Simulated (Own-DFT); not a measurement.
# A layer strained by its substrate: wurtzite AlGaN with randomly placed atoms, 96 atoms (Al12Ga36N48)

No measurement is shown. These are fixed-geometry runs of a retired plane-wave code named Own-DFT, which no person has reviewed; spin and spin-orbit coupling are neglected.

All runs used: PBE; PseudoDojo norm-conserving scalar-relativistic files (stringent for Ga); cutoff 96 hartree; 3 x 4 x 3 k mesh centred on Gamma; Gaussian smearing of 0.01 eV.

Limits: k mesh not checked against a denser one; stress not checked against mesh or cutoff.

Unstrained cell vectors in Å: (12.679, 0.000, 0.000); (-4.755, 8.235, 0.000); (0.000, 0.000, 10.268). The unstrained cell has measured lattice constants (interpolated for alloys), not those of this functional. That, the random moves and any unrelaxed bonds set the pressure at no strain. Each run strains x and y alike by e, as a substrate would, and holds the height along z. Each atom got a random Gaussian move of width 0.05 Å along each axis. The random placing of the alloy's atoms differs from row to row. Stress is positive in tension.

| e (%) | u (Å) | (s_xx + s_yy)/2 (GPa) | s_zz (GPa) |
|---|---|---|---|
| -2.75 | 0.047 | -23.65 | -11.75 |
| -2.00 | 0.048 | -19.16 | -10.16 |
| -1.00 | 0.052 | -13.33 | -9.43 |
| -0.25 | 0.051 | -7.92 | -8.22 |
| 0.25 | 0.048 | -4.98 | -7.21 |
| 0.50 | 0.050 | -4.83 | -4.95 |
| 1.00 | 0.045 | -1.29 | -6.62 |
| 1.25 | 0.050 | ? | ? |
| 2.00 | 0.050 | 3.10 | -5.60 |
| 2.75 | 0.049 | 6.56 | -5.62 |

## What the rows give

With e as a fraction, the in-plane stress is -6.9 + 555 e - 2281 e² GPa (errors 10 and 578, scatter 0.50), and s_zz is -7.8 + 119 e GPa (slope ± 20, scatter 1.00). At e = 0 the first slope is C11 + C12 and the second 2 C13, both with the ions held to the strained lattice and at the cell's own pressure. The term in e² is negative: the layer stiffens under compression and softens under tension. A free layer would change its height as e changes, and the in-plane slope would drop by 2 C13²/C33 to the biaxial modulus. At fixed height, a misfit of 1 % moves the in-plane stress by about 5.5 GPa and s_zz by 1.2 GPa.

## Withheld run

Asked: what are the two stresses at e = 1.25 %?

Estimate: -0.4 and -6.3 GPa. The run itself gave -0.74 and -5.47 GPa.
